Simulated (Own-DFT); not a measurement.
# How strain changes the stress of zincblende GaAs, 64 atoms (As32Ga32)

These are calculations, not measurements. The program, named Own-DFT, is a retired in-house plane-wave density functional code that no person has reviewed. Each row is one single-point run on a periodic cell that was not relaxed, without spin or spin-orbit coupling.

Settings of every run: PBE; PseudoDojo norm-conserving scalar-relativistic files; cutoff 42 hartree; 3 x 3 x 3 k mesh centred on Gamma; Fermi-Dirac smearing of 0.1 eV.

Known limits: forces not confirmed at this smearing and k mesh; stress not checked against mesh or cutoff.

Unstrained cell vectors in Å: (11.307, 0.000, 0.000); (0.000, 11.307, 0.000); (0.000, 0.000, 11.307). The unstrained cell has measured lattice constants (interpolated for alloys), not those of this functional. That, the random moves and any unrelaxed bonds set the pressure at no strain. Each run strains this cell uniformly, with the atoms carried along. Every atom was also moved at random, by a Gaussian of width 0.05 Å on each axis. Strain is the symmetric tensor, in per cent. Stress is positive in tension, and the pressure is minus a third of its trace.

| run | e_xx (%) | e_yy (%) | e_zz (%) | e_yz (%) | e_xz (%) | e_xy (%) | s_xx (GPa) | s_yy (GPa) | s_zz (GPa) | s_yz (GPa) | s_xz (GPa) | s_xy (GPa) | P (GPa) | E (meV/atom) |
|---|---|---|---|---|---|---|---|---|---|---|---|---|---|---|
| 1 | 1.02 | -1.21 | -0.75 | 0.00 | 0.60 | 0.73 | -3.98 | -5.12 | -4.86 | -0.23 | 0.75 | 1.55 | 4.65 | 8.5 |
| 2 | -0.12 | 1.95 | -0.36 | -1.05 | 1.23 | 0.07 | -3.35 | -2.21 | -3.58 | -1.61 | 1.48 | -0.24 | 3.05 | 9.3 |
| 3 | -0.50 | 1.50 | 0.70 | -1.03 | 1.59 | 0.57 | -3.49 | -2.38 | -2.79 | -2.26 | 2.32 | 0.82 | 2.89 | 6.7 |
| 4 | 1.71 | -1.27 | -0.81 | 1.58 | 1.69 | -0.50 | -3.48 | -5.21 | -4.95 | 2.64 | 2.72 | -0.94 | 4.55 | 25.1 |
| 5 | 1.32 | -0.89 | 1.64 | -0.92 | 1.18 | -1.80 | -2.13 | -3.35 | -1.95 | -1.42 | 1.17 | -2.15 | 2.48 | 0.0 |
| 6 | 1.37 | -1.16 | 1.94 | 0.39 | -0.32 | 1.09 | -2.23 | -3.56 | -1.73 | 0.57 | -0.49 | 1.53 | 2.50 | 6.1 |
| 7 | 1.49 | 1.64 | -1.87 | 0.40 | -0.73 | -1.22 | -2.49 | -2.42 | -4.39 | 0.34 | -0.74 | -2.17 | 3.10 | 7.4 |
| 8 | 1.67 | -1.38 | 1.46 | 1.13 | -0.83 | -1.84 | -2.46 | -4.01 | -2.53 | 2.00 | -1.28 | -2.60 | 3.00 | 14.6 |
| 9 | 0.41 | 0.56 | -1.93 | -1.95 | 1.85 | -1.91 | -4.65 | -4.56 | -5.99 | -2.76 | 2.48 | -1.96 | 5.07 | 36.0 |
| 10 | -0.64 | -0.59 | -0.52 | 1.88 | 1.45 | -1.82 | -5.64 | -5.71 | -5.65 | 2.60 | 2.18 | -3.02 | 5.66 | 31.8 |
| 11 | -1.91 | 0.19 | -0.48 | -0.65 | 0.52 | 1.78 | -6.58 | -5.37 | -5.68 | -1.31 | 1.12 | 2.33 | 5.88 | 31.5 |
| 12 | -0.60 | 1.65 | -1.72 | 0.31 | -0.01 | -1.01 | -4.80 | -3.47 | -5.31 | 0.15 | -0.42 | -1.81 | 4.52 | 13.6 |
| 13 | 1.81 | -1.60 | -0.42 | 0.20 | 0.01 | 0.16 | -2.93 | -4.90 | -4.29 | 0.54 | -0.03 | 0.47 | 4.04 | 1.6 |
| 14 | 1.28 | 0.18 | -1.65 | 1.32 | -0.56 | 0.44 | -3.64 | -4.28 | -5.24 | 2.11 | -0.65 | 0.80 | 4.39 | 23.8 |
| 15 | 1.44 | 0.75 | -0.50 | 0.34 | -0.78 | 0.05 | ? | ? | ? | ? | ? | ? | ? | ? |

E is the free energy for each atom above the lowest run shown.

## Worked fit

Each stress component was fitted by least squares to a constant and the strains of the runs shown, as fractions, with shears doubled. Shear strains stay in the fit of a normal stress only where such slopes are resolved. The slopes, in GPa:

| stress | at no strain | per e_xx | per e_yy | per e_zz | scatter |
|---|---|---|---|---|---|
| s_xx | -4.2 | 117 ± 5 | 58 ± 4 | 56 ± 4 | 0.16 |
| s_yy | -4.2 | 61 ± 5 | 114 ± 5 | 58 ± 4 | 0.16 |
| s_zz | -4.2 | 59 ± 5 | 58 ± 5 | 114 ± 4 | 0.18 |

Each shear stress against twice its own strain: yz 73 ± 4, xz 73 ± 5, xy 70 ± 3 GPa. These are stiffnesses along x, y and z of the frame in which the cell vectors are given, which need not be the crystal's axes. The atoms are held to the strained lattice; where symmetry lets them move under strain, relaxing them would lower some slopes. The table should be nearly symmetric about its diagonal, and what it lacks of that shows the noise. A ninth of its sum, 77 ± 3 GPa, estimates the bulk modulus near the mean pressure of these runs, 4.0 GPa, so it lies above the value at zero pressure.

## Withheld run

Question: what normal stresses and pressure should run 15 give?

The fit gives s_xx = -2.3, s_yy = -2.7, s_zz = -3.4 and P = 2.8 GPa. The calculation gave -2.08, -2.39, -3.11 and P = 2.53 GPa.
